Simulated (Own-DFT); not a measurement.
# One host, several defects: rock-salt HfC

No measurement is shown. These are fixed-geometry runs of a retired plane-wave code named Own-DFT, which no person has reviewed; spin and spin-orbit coupling are neglected.

Common settings: PBE; PseudoDojo norm-conserving scalar-relativistic files; cutoff 42 hartree; 4 x 4 x 4 k mesh centred on Gamma; cold (Marzari-Vanderbilt) smearing of 0.2 eV.

Known weak points: hafnium file: forces about 75 meV/angstrom off all-electron values; forces on such cells failed a check on a denser k mesh; stress not checked against mesh or cutoff.

All runs share one cell, with vectors in Å (3.784, -5.351, 6.554); (-3.784, 5.351, 6.554); (-7.568, -5.351, 0.000) and a volume of 796.2 Å³. Atoms were moved at random from their sites; u is the rms move along one axis. The defect's site can differ from row to row.

```
cell,formula,u (Å),P (GPa)
no defect,C32Hf32,0.0213,3.22
no defect,C32Hf32,0.0483,4.71
no defect,C32Hf32,0.0545,5.40
one C vacancy,C31Hf32,0.0285,2.92
one C vacancy,C31Hf32,0.0485,4.10
one C vacancy,C31Hf32,0.0502,3.97
one Hf vacancy,C32Hf31,0.0469,3.51
one Hf vacancy,C32Hf31,0.0485,3.71
one Hf vacancy,C32Hf31,0.0497,3.53
one Hf vacancy,C32Hf31,0.0516,?
```

## Analysis

P = P0 + c u² + a shift for each defect gives P0 = 2.94 GPa, c = 787 ± 66 GPa/Å² and a scatter of 0.15 GPa. The shifts, and each times the cell's volume:

- one C vacancy: -0.76 ± 0.12 GPa, -3.8 eV
- one Hf vacancy: -1.20 ± 0.13 GPa, -5.9 eV

A positive shift means that the defect pushes the cell outwards. Shift times volume (160.2 GPa Å³ is 1 eV) depends little on the cell's size, so, taken for each site, it can be compared between cells at like pressure. The atoms around the defects weren't relaxed, which would change these numbers.

## Prediction

Q: what pressure belongs in the blank (one Hf vacancy, u = 0.0516 Å)?

From the fit: 3.83 ± 0.17 GPa. The hidden result is 3.87 GPa.
